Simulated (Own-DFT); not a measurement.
# How strain changes the stress of wurtzite AlN, 128 atoms (Al64N64)

No measurement is shown. These are fixed-geometry runs of a retired plane-wave code named Own-DFT, which no person has reviewed; spin and spin-orbit coupling are neglected.

Common settings: PBE; PseudoDojo norm-conserving scalar-relativistic files; cutoff 42 hartree; 3 x 3 x 3 k mesh centred on Gamma; Gaussian smearing of 0.01 eV.

Caveats: k mesh not checked against a denser one; stress not checked against mesh or cutoff.

Unstrained cell vectors in Å: (12.448, 0.000, 0.000); (-6.224, 10.780, 0.000); (0.000, 0.000, 9.964). The unstrained cell has measured lattice constants (interpolated for alloys), not those of this functional. That, the random moves and any unrelaxed bonds set the pressure at no strain. In each run the cell takes a homogeneous strain; fractional positions stay. Random moves of width 0.05 Å per axis were added to every atom. Strains are tensor components in per cent; tension counts as positive stress, and P is minus the mean normal stress.

```
run  e_xx (%)  e_yy (%)  e_zz (%)  e_yz (%)  e_xz (%)  e_xy (%)  s_xx (GPa)  s_yy (GPa)  s_zz (GPa)  s_yz (GPa)  s_xz (GPa)  s_xy (GPa)  P (GPa)  E (meV/atom)
  1      0.70     -0.91      0.31     -1.87     -1.40     -1.89       -3.20       -9.43       -4.54       -4.55       -3.06       -6.39     5.72          17.7
  2     -1.63     -1.98      0.58     -1.68      1.21      0.61      -17.88      -15.88       -5.84       -4.19        3.37        2.69    13.20          43.3
  3     -1.08      0.70     -0.29     -1.85      0.95     -1.77      -10.28       -4.37       -7.55       -5.12        1.91       -6.37     7.40          27.9
  4     -0.71     -1.42      0.98      1.23      0.18     -1.01      -11.84      -11.32       -2.23        2.81        0.41       -3.70     8.46          20.9
  5      1.26      0.55     -1.12      0.65     -2.00      1.75       -0.94       -2.27      -10.86        0.79       -5.11        5.43     4.69          29.2
  6      0.82      1.38      1.99     -0.41      0.08      1.00        0.98        2.06        4.34       -0.33       -0.24        3.01    -2.46           0.0
  7      0.12      1.89     -1.08     -0.93     -1.12     -1.49       -4.30        2.27       -9.28       -2.27       -2.38       -4.96     3.77          16.4
  8      1.08      1.70     -0.61     -0.17      0.26     -0.39        0.54        2.70       -7.36        0.24        0.70       -2.11     1.37           7.7
  9      0.25     -0.58     -1.51      1.59     -0.48     -0.21       -6.57       -9.25      -12.86        4.26       -1.93       -1.69     9.56          18.3
 10     -0.53     -0.36     -0.33     -1.46      1.83      0.25       -9.60       -8.27       -7.74       -3.94        4.96        1.11     8.54          22.8
 11     -1.19      1.71     -1.67     -1.49     -0.66     -0.88      -10.04       -0.02      -14.40       -3.80       -2.37       -2.84     8.15          19.6
 12      0.88     -1.71     -1.43      1.42      1.66     -1.94       -6.28      -15.55      -13.30        3.54        4.60       -9.40    11.71          50.3
 13     -1.46      1.21     -0.15      1.42      0.01      1.12      -13.17       -2.46       -5.81        4.52       -0.34        3.97     7.15          27.3
 14      0.05      0.00      0.56      1.15     -1.19     -1.77       -5.95       -4.80       -3.12        2.63       -3.43       -6.62     4.62           7.8
 15      0.55     -1.61      0.61      1.10      0.18     -0.17       -6.47      -13.41       -1.64        3.22        1.35       -1.33     7.18          20.1
 16     -1.56     -0.98      1.81     -1.23     -1.19      1.00           ?           ?           ?           ?           ?           ?        ?             ?
```

E is the free energy per atom, counted from the lowest run shown.

## Working it out

Each stress component was fitted by least squares to a constant and the strains of the runs shown, as fractions, with shears doubled. Shear strains stay in the fit of a normal stress only where such slopes are resolved. The slopes, in GPa:

| stress | at no strain | per e_xx | per e_yy | per e_zz | scatter |
|---|---|---|---|---|---|
| s_xx | -6.6 | 490 ± 21 | 155 ± 15 | 60 ± 20 | 0.75 |
| s_yy | -6.0 | 81 ± 21 | 469 ± 15 | 75 ± 20 | 0.76 |
| s_zz | -5.8 | 60 ± 22 | 47 ± 16 | 482 ± 20 | 0.78 |

The slope of each shear stress on twice its own strain, from a fit on all six strains: yz 131 ± 6, xz 129 ± 7, xy 181 ± 4 GPa. These are stiffnesses along x, y and z of the frame in which the cell vectors are given, with the crystal's c axis along z: C11, C12, C13 and C33. Hexagonal symmetry asks that xx and yy behave alike, which is a second check on the noise. No internal relaxation is included, and where it is allowed it would reduce some of the slopes. The table should be nearly symmetric about its diagonal, and what it lacks of that shows the noise. A ninth of the table's sum, 213 ± 6 GPa, estimates the bulk modulus near the mean pressure of these runs, 6.6 GPa, so it lies above the value at zero pressure.

## Check

Asked: what normal stresses and pressure should run 16 give?

Estimate: s_xx = -14.7, s_yy = -10.5, s_zz = 1.5 and P = 7.9 GPa. Computed: -13.94, -10.51, 1.25 and P = 7.73 GPa.
